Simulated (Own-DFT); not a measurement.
# How strain changes the stress of 4H SiC, 72 atoms (C36Si36)

These are calculations, not measurements. They come from Own-DFT, an in-house plane-wave density functional program, since retired, whose code no person has reviewed. Each row is one single-point run on a periodic cell that was not relaxed, without spin or spin-orbit coupling.

Settings of every run: PBE; PseudoDojo norm-conserving scalar-relativistic files; cutoff 42 hartree; 4 x 4 x 3 k mesh centred on Gamma; Fermi-Dirac smearing of 0.1 eV.

Known limits: forces on such cells passed a denser k mesh, each cell not checked; stress not checked against mesh or cutoff.

Unstrained cell vectors in Å: (9.248, 0.000, 0.000); (-4.624, 8.009, 0.000); (0.000, 0.000, 10.068). The unstrained cell has measured lattice constants (interpolated for alloys), not those of this functional. That, the random moves and any unrelaxed bonds set the pressure at no strain. Each run strains this cell uniformly, with the atoms carried along. Every atom was also moved at random, by a Gaussian of width 0.05 Å on each axis. Strain is the symmetric tensor, in per cent. Stress is positive in tension, and the pressure is minus a third of its trace.

| run | e_xx (%) | e_yy (%) | e_zz (%) | e_yz (%) | e_xz (%) | e_xy (%) | s_xx (GPa) | s_yy (GPa) | s_zz (GPa) | s_yz (GPa) | s_xz (GPa) | s_xy (GPa) | P (GPa) | E (meV/atom) |
|---|---|---|---|---|---|---|---|---|---|---|---|---|---|---|
| 1 | -1.84 | -0.65 | -1.00 | -0.62 | 0.13 | -1.03 | -18.11 | -12.12 | -11.52 | -1.97 | -0.05 | -4.90 | 13.92 | 39.1 |
| 2 | -1.62 | -0.25 | -1.95 | -0.07 | -1.91 | 1.18 | -14.01 | -11.32 | -20.39 | 0.91 | -6.26 | 5.78 | 15.24 | 64.3 |
| 3 | -0.59 | -1.78 | -1.12 | 1.13 | 1.68 | 1.73 | -11.39 | -15.08 | -15.05 | 2.70 | 6.16 | 9.20 | 13.84 | 45.4 |
| 4 | 0.98 | 0.00 | -1.51 | -1.64 | -1.87 | -0.21 | 1.13 | -6.27 | -13.95 | -5.71 | -6.46 | -0.37 | 6.37 | 18.0 |
| 5 | 1.71 | -1.40 | -1.91 | 0.41 | -0.21 | 0.08 | 2.77 | -11.92 | -17.73 | 1.08 | -0.23 | 1.03 | 8.96 | 17.8 |
| 6 | -0.44 | -0.32 | 1.20 | 1.20 | 0.25 | -1.25 | -6.72 | -6.40 | 0.02 | 3.52 | 1.20 | -6.19 | 4.37 | 17.1 |
| 7 | 0.71 | -0.72 | 0.51 | -1.94 | 2.00 | -0.11 | -0.24 | -6.75 | -3.93 | -7.39 | 7.06 | 0.21 | 3.64 | 0.0 |
| 8 | -0.85 | 1.17 | -1.26 | 1.82 | 1.97 | -0.19 | -10.21 | 1.29 | -13.60 | 5.48 | 6.30 | 0.26 | 7.51 | 29.8 |
| 9 | -1.67 | 0.42 | -0.09 | 0.59 | -0.80 | 0.37 | -14.15 | -5.62 | -6.01 | 2.10 | -1.56 | 0.31 | 8.60 | 38.9 |
| 10 | -0.09 | 0.33 | -1.61 | -1.74 | -1.46 | -1.78 | -7.37 | -6.10 | -15.81 | -6.85 | -5.45 | -9.74 | 9.76 | 60.0 |
| 11 | 0.55 | -1.02 | 1.34 | -1.57 | -1.97 | -0.33 | -1.54 | -11.06 | 1.18 | -5.52 | -6.73 | -1.33 | 3.80 | 37.5 |
| 12 | -0.95 | 0.29 | -1.29 | 1.45 | 0.25 | 1.93 | -8.18 | -4.53 | -16.39 | 4.10 | 1.19 | 7.39 | 9.70 | 33.5 |
| 13 | 0.42 | 0.96 | -1.40 | 1.46 | 1.37 | 2.00 | -1.55 | -0.64 | -16.27 | 4.35 | 4.01 | 10.16 | 6.15 | 42.2 |
| 14 | 1.05 | -0.55 | -1.37 | -1.45 | -1.20 | -1.98 | 0.16 | -7.82 | -15.23 | -5.23 | -4.37 | -8.51 | 7.63 | 34.3 |
| 15 | 0.92 | -0.05 | 1.25 | -0.88 | -1.36 | -0.11 | 0.79 | -2.53 | 0.82 | -2.78 | -3.02 | -1.23 | 0.31 | 3.7 |
| 16 | -0.80 | -0.99 | 1.15 | -0.29 | -0.22 | -0.50 | -9.32 | -10.17 | 0.59 | -1.55 | -1.14 | -2.33 | 6.30 | 2.0 |
| 17 | 0.90 | -1.31 | 0.92 | -1.54 | -0.10 | -1.27 | ? | ? | ? | ? | ? | ? | ? | ? |

E is the free energy for each atom above the lowest run shown.

## Worked fit

Each stress component was fitted by least squares to a constant and the strains of the runs shown, as fractions, with shears doubled. Shear strains stay in the fit of a normal stress only where such slopes are resolved. The slopes, in GPa:

```
stress,at no strain,per e_xx,per e_yy,per e_zz,scatter
s_xx,-4.6,589 ± 29,110 ± 39,55 ± 25,1.18
s_yy,-5.1,121 ± 31,552 ± 42,81 ± 27,1.28
s_zz,-6.6,15 ± 30,26 ± 41,613 ± 26,1.23
```

Each shear stress against twice its own strain: yz 169 ± 8, xz 162 ± 7, xy 233 ± 12 GPa. These are stiffnesses along x, y and z of the frame in which the cell vectors are given, which need not be the crystal's axes. The atoms are held to the strained lattice; where symmetry lets them move under strain, relaxing them would lower some slopes. The table should be nearly symmetric about its diagonal, and what it lacks of that shows the noise. A ninth of its sum, 240 ± 8 GPa, estimates the bulk modulus near the mean pressure of these runs, 7.9 GPa, so it lies above the value at zero pressure.

## Withheld run

Question: what normal stresses and pressure should run 17 give?

The fit gives s_xx = -0.2, s_yy = -10.5, s_zz = -1.2 and P = 4.0 GPa. The calculation gave -0.51, -9.64, -2.23 and P = 4.13 GPa.
